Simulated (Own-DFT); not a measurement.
# Stretching a layer in its plane: diamond-structure GeSn with randomly placed atoms, 64 atoms (Ge60Sn4)

Calculated, not measured: single-point runs of Own-DFT, a retired in-house plane-wave DFT program that no person has reviewed, on unrelaxed cells, without spin or spin-orbit coupling.

Common settings: PBE; PseudoDojo norm-conserving scalar-relativistic files; cutoff 49 hartree; 3 x 3 x 3 k mesh centred on Gamma; Fermi-Dirac smearing of 0.1 eV.

Keep in mind: forces on such cells moved up to 12 meV/angstrom on a denser k mesh; stress not checked against mesh or cutoff.

Unstrained cell vectors in Å: (11.420, 0.000, 0.000); (0.000, 11.420, 0.000); (0.000, 0.000, 11.420). The unstrained cell has measured lattice constants (interpolated for alloys), not those of this functional. That, the random moves and any unrelaxed bonds set the pressure at no strain. Each run strains x and y alike by e, as a substrate would, and holds the height along z. Each atom got a random Gaussian move of width 0.05 Å along each axis. The random placing of the alloy's atoms differs from row to row. Stress is positive in tension.

```
e (%),u (Å),(s_xx + s_yy)/2 (GPa),s_zz (GPa)
-2.00,0.050,-8.82,-7.52
-2.00,0.053,-8.90,-7.75
-1.25,0.049,-7.21,-6.35
-1.25,0.051,-7.26,-6.35
-0.75,0.053,-6.34,-5.79
-0.75,0.046,-6.07,-5.71
-0.25,0.050,?,?
1.25,0.046,-2.66,-3.38
1.25,0.049,-2.80,-3.45
1.75,0.051,-2.01,-3.07
1.75,0.051,-1.98,-2.89
2.50,0.049,-1.05,-2.53
```

## Working it out

With e as a fraction, the in-plane stress is -4.8 + 180 e - 1190 e² GPa (errors 2 and 152, scatter 0.08), and s_zz is -4.7 + 120 e - 1258 e² GPa (slope ± 2, scatter 0.09). At e = 0 the first slope is C11 + C12 and the second 2 C12, both with the ions held to the strained lattice and at the cell's own pressure. The term in e² is negative: the layer stiffens under compression and softens under tension. A free layer would change its height as e changes, and the in-plane slope would drop by 2 C12²/C11 to the biaxial modulus. At fixed height, a misfit of 1 % moves the in-plane stress by about 1.8 GPa and s_zz by 1.2 GPa.

## Withheld run

Q: what are the two stresses at e = -0.25 %?

Estimate: -5.2 and -5.0 GPa. The run itself gave -5.28 and -4.89 GPa.
